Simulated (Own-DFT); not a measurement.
GaN (wurtzite, atoms displaced) (calculated)

All values are calculated (Own-DFT development build). A calculation, not a measurement: plane-wave PBE density functional theory by an unreviewed code, no spin, of a simulated periodic cell, stress positive in tension, free energy of the whole cell less one offset for each atom, forces on such cells passed a denser k mesh, this cell's mesh not checked; offsets are fitted by least squares, one for each functional and potential file, so energies compare only between cells with the same atoms and settings and are not formation energies; the far tail of each file's local potential was reset to the Coulomb form; each entry is a single point on an unrelaxed cell, so the pressure reflects the starting lattice, mostly measured values (interpolated for alloys), from which strain is counted, and rises with the displacements; printed positions are rounded, which can move forces by about a meV/angstrom; the program, named Own-DFT, is a retired in-house code; no spin-orbit coupling.

Settings shared by all entries: functional PBE; potential files PseudoDojo norm-conserving, scalar-relativistic, standard set with the stringent files for Ga; wave cutoff 96 hartree; occupations Gaussian; smearing width 0.01 eV; k mesh 3 x 4 x 3 centred on Gamma.

(1) GaN (wurtzite, atoms displaced)

```
GaN
1.0
     12.7560     0.0000     0.0000
     -4.7835     8.2853     0.0000
      0.0000     0.0000    10.3700
Ga N Ga N Ga N Ga N Ga N Ga N Ga N Ga N Ga N Ga N Ga N Ga N Ga N Ga N Ga N Ga N Ga N Ga N Ga N Ga N Ga N Ga N Ga N Ga N
2 2 2 2 2 2 2 2 2 2 2 2 2 2 2 2 2 2 2 2 2 2 2 2 2 2 2 2 2 2 2 2 2 2 2 2 2 2 2 2 2 2 2 2 2 2 2 2
Direct
  0.08573 0.22665 0.99094
  0.16690 0.11254 0.25062
  0.07870 0.22075 0.19090
  0.15801 0.10151 0.43716
  0.07956 0.22039 0.49611
  0.16428 0.10597 0.74847
  0.08197 0.21193 0.69242
  0.16364 0.10873 0.93585
  0.08067 0.55748 0.99551
  0.16439 0.43741 0.25864
  0.08258 0.56367 0.17996
  0.16923 0.45545 0.43604
  0.07902 0.54649 0.50840
  0.16490 0.43891 0.74921
  0.08698 0.55421 0.68770
  0.17547 0.44694 0.93966
  0.08013 0.88443 0.99583
  0.16726 0.77081 0.24764
  0.08698 0.89206 0.18847
  0.16437 0.77438 0.44524
  0.07809 0.88455 0.50484
  0.16540 0.77883 0.74881
  0.07835 0.89164 0.68977
  0.16935 0.77487 0.94076
  0.33523 0.21671 0.00314
  0.41776 0.10427 0.25487
  0.33274 0.22597 0.19459
  0.42147 0.10580 0.43065
  0.32801 0.21296 0.50191
  0.41792 0.11508 0.74794
  0.33597 0.22569 0.68251
  0.41347 0.10332 0.93008
  0.33266 0.55800 0.99039
  0.41640 0.44523 0.24821
  0.33085 0.55819 0.19092
  0.41904 0.44277 0.43216
  0.33297 0.55275 0.50113
  0.41438 0.43694 0.75342
  0.33105 0.55623 0.68654
  0.41942 0.44342 0.93402
  0.32870 0.89545 0.00720
  0.42092 0.78685 0.24721
  0.32607 0.88918 0.20077
  0.41930 0.78079 0.43815
  0.33135 0.89473 0.50470
  0.41611 0.77891 0.74758
  0.33691 0.89831 0.68396
  0.41860 0.78784 0.93724
  0.57266 0.21379 0.00271
  0.66379 0.11337 0.24885
  0.58666 0.21949 0.18737
  0.66882 0.11051 0.43300
  0.57919 0.22103 0.49460
  0.65932 0.10520 0.74714
  0.58382 0.23350 0.68271
  0.66541 0.11051 0.94327
  0.58753 0.55391 0.00385
  0.66461 0.44294 0.25090
  0.57758 0.55471 0.18950
  0.65773 0.43396 0.42639
  0.58629 0.56259 0.50266
  0.66730 0.44371 0.75244
  0.57808 0.55122 0.68919
  0.67385 0.44167 0.93992
  0.58741 0.90113 0.00610
  0.67097 0.77739 0.25861
  0.58988 0.88659 0.18213
  0.66876 0.77310 0.43883
  0.57835 0.88481 0.49284
  0.67074 0.78645 0.74949
  0.57565 0.87484 0.68952
  0.66170 0.77567 0.93171
  0.83116 0.21561 0.99515
  0.91873 0.11215 0.25526
  0.84367 0.23071 0.19241
  0.92375 0.11074 0.44446
  0.83623 0.21741 0.49920
  0.92366 0.11067 0.74757
  0.83010 0.22364 0.68730
  0.91664 0.10773 0.93916
  0.83637 0.55362 0.99853
  0.92186 0.44601 0.24826
  0.83623 0.55620 0.18811
  0.91147 0.44287 0.43757
  0.83886 0.56150 0.50456
  0.91336 0.44160 0.74441
  0.83439 0.56708 0.69498
  0.91321 0.45891 0.93939
  0.84065 0.88901 0.99138
  0.92154 0.77838 0.24310
  0.83760 0.88539 0.19608
  0.92142 0.78767 0.43880
  0.82974 0.87829 0.49730
  0.92303 0.77945 0.74638
  0.83530 0.89017 0.69101
  0.92264 0.77887 0.92828
```

| Item | Value |
| --- | --- |
| free energy of cell above offsets | -5.023 eV |
| pressure | 6.9 GPa |
| stress xx | -6.51 GPa |
| stress yy | -6.58 GPa |
| stress zz | -7.62 GPa |
| stress yz | -0.46 GPa |
| stress xz | -0.09 GPa |
| stress xy | -1.4 GPa |

Force:
```
element  x (eV/Å)  y (eV/Å)  z (eV/Å)
     Ga     0.038    -0.392     1.691
     Ga    -0.334    -0.302    -0.297
      N     1.087     0.301    -0.768
      N      0.86     1.054     0.559
     Ga     2.025     1.035      0.96
     Ga      1.06     0.835     0.431
      N     0.102     1.827    -1.242
      N     0.945     0.053     0.241
     Ga     0.623    -0.767     0.206
     Ga    -0.158     1.138    -2.463
      N     1.026    -1.424     0.809
      N     0.032    -1.577     1.551
     Ga    -0.432     1.136    -1.775
     Ga     0.629     0.199     0.188
      N    -1.007    -0.123      1.33
      N    -2.718    -0.645    -1.136
     Ga     0.806     0.641     0.912
     Ga    -1.898     0.328     1.638
      N     0.281    -0.226    -0.627
      N     -0.22    -0.135    -0.421
     Ga     1.117     0.268    -0.838
     Ga     0.628     0.245     0.126
      N     2.366    -0.222    -0.422
      N    -0.899     0.704    -1.057
     Ga    -1.201     0.797    -0.083
     Ga    -0.849      1.48    -1.292
      N         1    -1.019    -1.053
      N    -1.674      0.15     2.008
     Ga     0.227     0.937    -1.752
     Ga     0.071     0.143    -0.719
      N    -0.671    -1.214      0.95
      N    -0.408     0.876     1.259
     Ga     1.843     1.223     1.819
     Ga    -0.872     0.459     0.086
      N     0.161     0.101    -0.725
      N    -0.635    -0.235     1.431
     Ga     0.662     0.456    -0.671
     Ga    -0.254     1.269    -0.984
      N      0.22    -0.528     0.505
      N    -0.106    -0.491     1.376
     Ga     1.328    -1.333    -0.181
     Ga     0.179    -1.345     0.239
      N     2.029     0.473    -2.078
      N    -1.115    -0.614    -0.308
     Ga     0.586    -1.166    -1.495
     Ga    -0.733    -0.392     0.667
      N    -0.425    -0.755     1.261
      N    -0.264    -0.272     0.512
     Ga     1.496     1.096    -0.502
     Ga     2.368    -0.382    -0.143
      N    -1.807     0.141    -0.343
      N    -0.093    -0.281     0.956
     Ga     1.292     0.366     0.383
     Ga     0.158     0.169     0.119
      N     0.679    -1.586     0.319
      N    -0.388     0.988    -1.323
     Ga    -0.423     0.533    -0.858
     Ga     0.316     0.629    -1.633
      N     1.497     0.371    -0.246
      N     0.739       1.6     2.717
     Ga    -0.144    -2.329    -0.032
     Ga    -0.654     0.991      0.05
      N     0.915     0.768    -0.022
      N    -1.673    -0.538     0.114
     Ga     0.299    -2.348    -1.877
     Ga    -0.045    -0.288    -2.045
      N     -0.76     0.555     2.321
      N    -0.932     0.987     0.457
     Ga     0.996     0.722     1.049
     Ga         0    -1.534    -0.018
      N     0.414     2.077    -1.248
      N      1.06     0.514     1.545
     Ga     0.025     1.361     1.054
     Ga    -0.299     -0.64    -0.497
      N    -1.131    -1.501     -0.93
      N    -2.257    -1.031    -0.666
     Ga    -0.984     0.231    -0.278
     Ga    -2.083     -0.47      0.37
      N      0.61    -0.808     0.295
      N     0.018     0.952    -0.712
     Ga    -2.451     1.702     1.453
     Ga    -0.743     0.566     0.172
      N    -0.549    -0.211     -0.05
      N     1.086    -0.041     0.531
     Ga    -1.213    -0.469    -0.871
     Ga     -0.12     0.747     0.984
      N     0.611     -1.82    -1.454
      N     4.067    -3.155    -1.955
     Ga    -1.343    -1.033     1.123
     Ga     0.215    -0.321     0.983
      N    -0.966     0.615     -1.29
      N    -0.205    -1.956    -0.505
     Ga      0.31     1.487     1.047
     Ga     -2.12      0.22     0.562
      N     0.027    -0.135    -0.823
      N    -0.874    -0.463     1.347
```

(2) GaN (wurtzite, atoms displaced)

```
GaN
1.0
     12.7560     0.0000     0.0000
     -4.7835     8.2853     0.0000
      0.0000     0.0000    10.3700
Ga N Ga N Ga N Ga N Ga N Ga N Ga N Ga N Ga N Ga N Ga N Ga N Ga N Ga N Ga N Ga N Ga N Ga N Ga N Ga N Ga N Ga N Ga N Ga N
2 2 2 2 2 2 2 2 2 2 2 2 2 2 2 2 2 2 2 2 2 2 2 2 2 2 2 2 2 2 2 2 2 2 2 2 2 2 2 2 2 2 2 2 2 2 2 2
Direct
  0.07819 0.21014 0.99174
  0.15798 0.11417 0.24859
  0.08651 0.22912 0.18634
  0.17191 0.11560 0.43824
  0.08011 0.22143 0.49568
  0.16166 0.11201 0.74993
  0.08998 0.22891 0.69968
  0.16050 0.10771 0.93548
  0.08129 0.56314 0.99673
  0.17187 0.44771 0.24224
  0.08824 0.56326 0.19064
  0.16444 0.44849 0.44014
  0.08586 0.55343 0.49661
  0.16250 0.44379 0.74656
  0.08782 0.55071 0.68067
  0.16748 0.44645 0.93588
  0.08284 0.88074 0.00139
  0.17234 0.78450 0.24985
  0.08306 0.88927 0.18460
  0.16584 0.77006 0.43671
  0.08804 0.89589 0.50729
  0.16748 0.77189 0.74032
  0.08055 0.89350 0.68612
  0.16425 0.77531 0.93796
  0.32745 0.21473 0.99938
  0.41893 0.11302 0.25167
  0.33704 0.23230 0.18780
  0.41446 0.11064 0.44307
  0.33369 0.22250 0.50302
  0.41512 0.11075 0.75962
  0.33558 0.23334 0.70040
  0.41165 0.11376 0.94227
  0.33044 0.55946 0.00221
  0.41511 0.44760 0.25230
  0.32910 0.54722 0.19657
  0.41646 0.44529 0.44042
  0.33396 0.54988 0.49633
  0.41092 0.43012 0.75053
  0.33626 0.55532 0.69382
  0.42012 0.45242 0.93186
  0.32978 0.88859 0.99772
  0.41957 0.78640 0.24673
  0.33131 0.88530 0.18684
  0.41312 0.77121 0.43167
  0.33975 0.89368 0.49400
  0.41391 0.76563 0.75424
  0.34056 0.89076 0.68788
  0.41923 0.79021 0.93641
  0.58426 0.22107 0.99453
  0.65865 0.10638 0.24221
  0.58195 0.21574 0.18539
  0.66947 0.11707 0.44032
  0.58167 0.21654 0.50169
  0.66105 0.11082 0.74980
  0.58516 0.22781 0.67847
  0.66335 0.10986 0.93298
  0.58815 0.56875 0.00997
  0.66943 0.44248 0.24776
  0.58620 0.55574 0.19008
  0.66256 0.45050 0.42965
  0.56836 0.53968 0.49771
  0.66869 0.44972 0.75062
  0.58255 0.55066 0.69738
  0.66910 0.45040 0.93911
  0.58320 0.88949 0.00933
  0.66292 0.77586 0.24996
  0.58290 0.89485 0.18877
  0.67107 0.78487 0.43349
  0.58508 0.89210 0.49894
  0.65924 0.77663 0.75741
  0.58313 0.88074 0.69059
  0.66336 0.77635 0.94546
  0.83346 0.22097 0.00190
  0.91600 0.10884 0.24825
  0.83646 0.22068 0.19091
  0.91498 0.11405 0.44639
  0.83387 0.22219 0.50050
  0.90071 0.10391 0.74668
  0.82809 0.21627 0.67798
  0.91900 0.10685 0.93397
  0.82997 0.56010 0.00355
  0.91642 0.45237 0.24438
  0.82749 0.55731 0.18636
  0.92243 0.45650 0.43751
  0.83693 0.56025 0.50378
  0.92892 0.46302 0.75111
  0.83910 0.56286 0.69695
  0.92056 0.45385 0.94103
  0.83742 0.89260 0.00215
  0.91821 0.77534 0.24774
  0.83102 0.88652 0.18907
  0.92116 0.78472 0.43396
  0.83108 0.88939 0.50731
  0.91406 0.77318 0.75126
  0.83437 0.88259 0.69155
  0.91520 0.77350 0.93905
```

| Item | Value |
| --- | --- |
| free energy of cell above offsets | -4.898 eV |
| pressure | 7.07 GPa |
| stress xx | -7.3 GPa |
| stress yy | -6.93 GPa |
| stress zz | -6.98 GPa |
| stress yz | -0.53 GPa |
| stress xz | -0.41 GPa |
| stress xy | 1.02 GPa |

Force:
```
element  x (eV/Å)  y (eV/Å)  z (eV/Å)
     Ga       0.1     2.342     0.741
     Ga     2.213    -0.346     0.143
      N    -1.142    -0.813    -0.541
      N    -0.837    -0.142    -0.045
     Ga     0.685     0.626     1.296
     Ga     1.007    -0.129     0.239
      N    -2.177    -1.209    -2.137
      N     1.429    -0.955     0.562
     Ga     1.702    -1.303     1.228
     Ga    -2.399    -0.344     1.485
      N    -0.518    -0.478    -0.793
      N     1.843    -1.336    -1.014
     Ga    -0.903     0.545    -0.452
     Ga     2.084     0.177     1.041
      N     -1.43     1.103     0.537
      N    -0.819    -0.177     0.561
     Ga     -0.92     0.924    -0.722
     Ga    -1.046    -0.688     0.579
      N     0.194     0.294     0.681
      N    -0.056     1.938     0.558
     Ga    -0.025    -0.879    -2.085
     Ga    -0.021      1.29      0.49
      N      1.08    -0.762     1.195
      N     0.434     0.807    -1.332
     Ga    -0.846      2.14     0.296
     Ga    -1.096     0.139    -0.332
      N    -0.156    -1.562     0.317
      N      0.34     0.574    -0.967
     Ga    -0.143      0.02     0.647
     Ga     0.145     0.179    -1.662
      N     0.252    -5.326    -2.638
      N     1.336    -0.532    -0.015
     Ga     0.915    -0.457      -0.6
     Ga     1.169    -0.376    -0.447
      N       1.2     2.601    -1.617
      N    -1.285    -1.529    -0.897
     Ga    -1.522     0.803     1.249
     Ga     0.099      4.97     1.362
      N    -0.498    -0.969    -1.475
      N     -0.26    -0.412     2.286
     Ga     0.214     0.169     0.116
     Ga    -0.351    -1.586     0.378
      N     0.382     1.304    -0.289
      N     0.753     0.881      0.63
     Ga    -0.695    -1.548      0.94
     Ga     0.116     1.286    -0.656
      N     -0.78    -0.086    -0.048
      N     0.274    -0.924     1.298
     Ga     -0.87     0.821     0.429
     Ga     1.913      1.52     1.951
      N    -0.664     1.007      -0.4
      N    -0.393    -0.773    -1.155
     Ga    -0.101     1.333    -1.477
     Ga     0.497    -0.226    -1.127
      N    -0.364    -0.305     2.739
      N     0.864      0.06     0.993
     Ga    -0.517    -2.467     -1.55
     Ga    -1.188    -0.443     0.218
      N     -0.86    -0.074      0.73
      N     1.137    -0.875     1.622
     Ga     3.017     2.856     1.532
     Ga     0.305    -0.485     0.176
      N    -0.691     0.621    -1.619
      N    -0.498    -0.801     0.211
     Ga    -0.298     0.101    -2.071
     Ga     0.763     0.325     0.313
      N     0.485    -1.431     0.249
      N    -0.848    -0.957     0.947
     Ga     0.089    -0.573       0.1
     Ga     1.675    -1.085    -0.254
      N    -1.354      1.28    -0.629
      N     0.472     1.757    -0.337
     Ga     0.206     0.445    -0.522
     Ga     0.262     0.097     0.873
      N    -1.312     0.397    -0.493
      N     0.664    -0.698    -1.369
     Ga    -0.561     1.281    -1.368
     Ga     2.176     0.475     0.073
      N    -0.532     1.249     2.459
      N    -2.004     0.152     0.098
     Ga     0.603     -0.61    -0.838
     Ga     0.926    -0.422     0.797
      N      1.39    -0.024     0.101
      N    -0.683    -1.331    -0.232
     Ga    -0.704     0.174    -0.618
     Ga    -0.611    -2.029     0.088
      N    -0.201    -1.485    -1.529
      N    -0.798    -1.284    -0.398
     Ga    -0.369    -0.798    -0.207
     Ga     -0.59     0.604     0.594
      N     0.293     0.267    -0.122
      N    -0.182    -0.094      0.98
     Ga     0.568    -0.418    -1.086
     Ga     0.256     1.578     0.655
      N    -1.392     0.179     0.273
      N    -0.016     0.864      0.11
```

(3) GaN (wurtzite, atoms displaced)

```
GaN
1.0
     12.7560     0.0000     0.0000
     -4.7835     8.2853     0.0000
      0.0000     0.0000    10.3700
Ga N Ga N Ga N Ga N Ga N Ga N Ga N Ga N Ga N Ga N Ga N Ga N Ga N Ga N Ga N Ga N Ga N Ga N Ga N Ga N Ga N Ga N Ga N Ga N
2 2 2 2 2 2 2 2 2 2 2 2 2 2 2 2 2 2 2 2 2 2 2 2 2 2 2 2 2 2 2 2 2 2 2 2 2 2 2 2 2 2 2 2 2 2 2 2
Direct
  0.07807 0.22367 0.00406
  0.16357 0.11940 0.24829
  0.08754 0.22990 0.19674
  0.16983 0.11344 0.44013
  0.08467 0.21467 0.50932
  0.15966 0.09026 0.75126
  0.07612 0.21609 0.69075
  0.16965 0.11180 0.93227
  0.08084 0.54808 0.00657
  0.16620 0.44045 0.24007
  0.09111 0.55334 0.18358
  0.16940 0.44447 0.43302
  0.07533 0.55676 0.49916
  0.16589 0.44078 0.74947
  0.07947 0.54070 0.68772
  0.16533 0.44240 0.93300
  0.07874 0.88332 0.99500
  0.16554 0.77131 0.24596
  0.08130 0.87509 0.18366
  0.16356 0.77611 0.43957
  0.09181 0.89904 0.50555
  0.16552 0.77816 0.75239
  0.08990 0.88708 0.68896
  0.16777 0.78753 0.93734
  0.32953 0.22499 0.99689
  0.41033 0.10018 0.24605
  0.33491 0.22361 0.18629
  0.41409 0.11236 0.44625
  0.33505 0.23169 0.49960
  0.41503 0.11067 0.74749
  0.33032 0.22741 0.68436
  0.42018 0.11344 0.94230
  0.32903 0.54995 0.00273
  0.40764 0.43692 0.25441
  0.33415 0.55528 0.18176
  0.41717 0.44729 0.44514
  0.33744 0.56425 0.48933
  0.41033 0.44269 0.75653
  0.32895 0.54824 0.68786
  0.42595 0.44867 0.93912
  0.32994 0.88517 0.00660
  0.41950 0.78074 0.25216
  0.33399 0.88608 0.19095
  0.40908 0.76221 0.43540
  0.33690 0.88547 0.49369
  0.42043 0.78108 0.75219
  0.34125 0.89105 0.67817
  0.41186 0.78056 0.93869
  0.57374 0.22054 0.98913
  0.66580 0.10927 0.24788
  0.57673 0.21240 0.19204
  0.66636 0.10871 0.43983
  0.58158 0.22593 0.48884
  0.66603 0.11245 0.75204
  0.57343 0.21388 0.68740
  0.65940 0.10412 0.93449
  0.58548 0.55245 0.00899
  0.66814 0.44198 0.25318
  0.57252 0.54834 0.19781
  0.66389 0.44485 0.44567
  0.58628 0.55831 0.50250
  0.66469 0.44906 0.74661
  0.58545 0.56114 0.68448
  0.67280 0.44152 0.94276
  0.58193 0.89104 0.00129
  0.67359 0.78287 0.24690
  0.57871 0.88447 0.19153
  0.67161 0.79540 0.43513
  0.58622 0.88925 0.50531
  0.66742 0.78345 0.75662
  0.58163 0.88496 0.68918
  0.67123 0.78958 0.93909
  0.83274 0.22033 0.99539
  0.91255 0.11086 0.25755
  0.84006 0.23053 0.19212
  0.91718 0.11366 0.43406
  0.82432 0.21690 0.50244
  0.92328 0.12519 0.74580
  0.83550 0.22663 0.68792
  0.92266 0.11476 0.94095
  0.82506 0.55543 0.00255
  0.91962 0.44663 0.24250
  0.82665 0.55378 0.18865
  0.91480 0.44449 0.44425
  0.83734 0.56123 0.50005
  0.91510 0.43437 0.73951
  0.83262 0.56166 0.69178
  0.90992 0.43978 0.93863
  0.83251 0.88610 0.99560
  0.91609 0.77624 0.26212
  0.83497 0.89153 0.18823
  0.92056 0.78347 0.43713
  0.83375 0.88883 0.50264
  0.91547 0.78225 0.75078
  0.83390 0.89411 0.69190
  0.91465 0.77804 0.93606
```

| Quantity | Value |
| --- | --- |
| free energy of cell above offsets | -4.704 eV |
| pressure | 7.11 GPa |
| stress xx | -7.24 GPa |
| stress yy | -6.96 GPa |
| stress zz | -7.14 GPa |
| stress yz | -0.21 GPa |
| stress xz | -0.49 GPa |
| stress xy | -0.63 GPa |

Force:
```
element  x (eV/Å)  y (eV/Å)  z (eV/Å)
     Ga     1.836     0.075     -0.08
     Ga     1.976    -1.841     0.397
      N    -1.359    -2.123    -2.024
      N    -0.292    -0.073    -0.536
     Ga    -0.927     1.605    -1.778
     Ga     0.001     3.679    -0.095
      N      2.61     0.462    -0.176
      N      -1.3    -0.288     1.287
     Ga    -0.747     0.638    -2.786
     Ga       0.9     1.583     2.557
      N    -1.729     0.206     0.991
      N    -0.808    -0.333     0.365
     Ga     2.506    -0.392     0.117
     Ga     0.429     0.034    -0.611
      N    -0.455      1.82     -0.06
      N    -0.028    -0.048     1.251
     Ga    -0.109     0.843      0.97
     Ga    -0.058     0.535     1.023
      N    -1.091     1.308     0.473
      N     0.351     0.315     -0.57
     Ga     0.009    -0.922    -1.225
     Ga     2.175    -1.287    -0.551
      N    -1.744    -1.415    -0.489
      N     0.682    -1.607     0.193
     Ga     1.151    -0.147     0.273
     Ga    -0.251      1.58     1.191
      N    -0.798    -0.883     0.101
      N     0.032    -0.435    -1.793
     Ga     0.349    -0.794     0.426
     Ga    -1.009     -0.39     0.037
      N     0.177    -1.065     1.196
      N    -2.969    -1.524    -1.148
     Ga     0.679     0.825    -1.479
     Ga     0.473      0.64     0.193
      N    -0.204     0.141     1.323
      N      0.48     0.465    -1.231
     Ga     -0.87     -4.05      2.54
     Ga     0.779     0.352    -1.289
      N     0.129     1.259    -0.178
      N    -1.219    -0.192     0.365
     Ga    -0.006     0.733    -1.001
     Ga    -0.251    -1.182    -0.467
      N    -0.374    -0.783     0.028
      N     0.908     4.632     -0.69
     Ga    -0.983     0.138     0.396
     Ga    -1.053     -1.11    -0.296
      N    -1.241    -0.603     1.429
      N     0.943    -0.741     0.311
     Ga     2.888     0.683     2.008
     Ga     0.169     0.208     0.113
      N     0.432     0.935    -0.623
      N    -1.167    -0.033    -0.462
     Ga     0.222     -1.09     1.597
     Ga    -0.568    -0.128    -0.904
      N     1.838      1.68    -0.334
      N     0.638     1.065     0.864
     Ga    -0.033     0.552    -0.213
     Ga    -1.613    -0.794     0.151
      N     1.758     0.926    -0.549
      N     1.114     0.876    -1.129
     Ga    -0.909     0.852    -0.692
     Ga       0.3    -0.847     0.216
      N    -0.612     0.074     1.422
      N    -2.817    -0.162    -1.258
     Ga    -0.533    -0.651      0.26
     Ga    -1.328    -0.933     0.459
      N     1.242     0.769    -0.709
      N     0.877    -1.902     0.193
     Ga     -1.09     -0.15    -0.576
     Ga     0.284    -0.688    -1.008
      N     0.453     0.821     0.181
      N    -0.408    -1.554     0.755
     Ga    -0.525    -0.159     0.607
     Ga     0.677     0.202    -1.418
      N    -0.859    -1.374    -0.983
      N      0.05    -0.173     2.416
     Ga     1.588     0.672    -0.655
     Ga    -1.394    -2.099     1.385
      N    -0.937    -2.188    -0.317
      N    -1.495    -0.791    -0.803
     Ga     2.631     0.618    -0.115
     Ga     -0.38     0.616     1.152
      N     1.247     0.598      0.47
      N    -0.713    -0.566    -1.427
     Ga    -0.678    -0.277     0.577
     Ga    -1.047     2.763     1.993
      N     0.729    -0.507    -0.644
      N     0.638     0.778    -0.158
     Ga     0.338     1.149      0.86
     Ga     0.276     0.311    -2.868
      N     0.705     0.029    -0.372
      N      0.07    -0.002     2.169
     Ga    -0.209      0.66    -0.079
     Ga     0.318    -0.427    -0.284
      N      0.09     0.361    -0.297
      N     0.045    -0.341     0.155
```
